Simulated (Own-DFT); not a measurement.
# One host, several defects: zincblende GaAs

Calculated, not measured: single-point runs of Own-DFT, a retired in-house plane-wave DFT program that no person has reviewed, on unrelaxed cells, without spin or spin-orbit coupling.

Common settings: PBE; PseudoDojo norm-conserving scalar-relativistic files; cutoff 42 hartree; 3 x 3 x 3 k mesh centred on Gamma; Fermi-Dirac smearing of 0.1 eV.

Keep in mind (not all hold for every row): not probed for a lower state with spin; forces not confirmed at this smearing and k mesh; stress not checked against mesh or cutoff.

All runs share one cell, with vectors in Å (10.862, 0.000, 0.000); (0.000, 10.862, 0.000); (0.000, 0.000, 11.796) and a volume of 1391.7 Å³, strained against the parent crystal. The atoms are randomly displaced, by u rms on each axis. The defect's site can differ from row to row.

| cell | formula | u (Å) | P (GPa) |
|---|---|---|---|
| no defect | As32Ga32 | 0.0278 | 6.63 |
| no defect | As32Ga32 | 0.0462 | 6.98 |
| no defect | As32Ga32 | 0.0522 | 7.14 |
| one Al on a Ga site | AlAs32Ga31 | 0.0286 | 6.60 |
| one Al on a Ga site | AlAs32Ga31 | 0.0308 | 6.65 |
| one Al on a Ga site | AlAs32Ga31 | 0.0438 | ? |
| one Al on a Ga site | AlAs32Ga31 | 0.0478 | 7.06 |
| one As vacancy and one Ga vacancy | As31Ga31 | 0.0290 | 6.03 |
| one As vacancy and one Ga vacancy | As31Ga31 | 0.0310 | 6.05 |
| one As vacancy and one Ga vacancy | As31Ga31 | 0.0561 | 6.40 |
| one P on an As site | As31Ga32P | 0.0285 | 6.37 |
| one P on an As site | As31Ga32P | 0.0305 | 6.40 |
| one P on an As site | As31Ga32P | 0.0524 | 6.74 |
| one In on a Ga site | As32Ga31In | 0.0288 | 7.36 |
| one In on a Ga site | As32Ga31In | 0.0294 | 7.40 |
| one In on a Ga site | As32Ga31In | 0.0313 | 7.47 |

## What the rows give

P = P0 + c u² + a shift for each defect gives P0 = 6.52 GPa, c = 213 ± 20 GPa/Å² and a scatter of 0.06 GPa. The shifts, and each times the cell's volume:

- one In on a Ga site: 0.70 ± 0.05 GPa, 6.1 eV
- one Al on a Ga site: -0.04 ± 0.05 GPa, -0.3 eV (not resolved)
- one P on an As site: -0.34 ± 0.05 GPa, -2.9 eV
- one As vacancy and one Ga vacancy: -0.71 ± 0.05 GPa, -6.2 eV

A positive shift means that the defect pushes the cell outwards. Shift times volume (160.2 GPa Å³ is 1 eV) depends little on the cell's size, so, taken for each site, it can be compared between cells at like pressure. The atoms around the defects weren't relaxed, which would change these numbers.

## Prediction

Asked: what pressure belongs in the blank (one Al on a Ga site, u = 0.0438 Å)?

The fitted form gives 6.89 ± 0.07 GPa. The calculation gave 6.89 GPa.
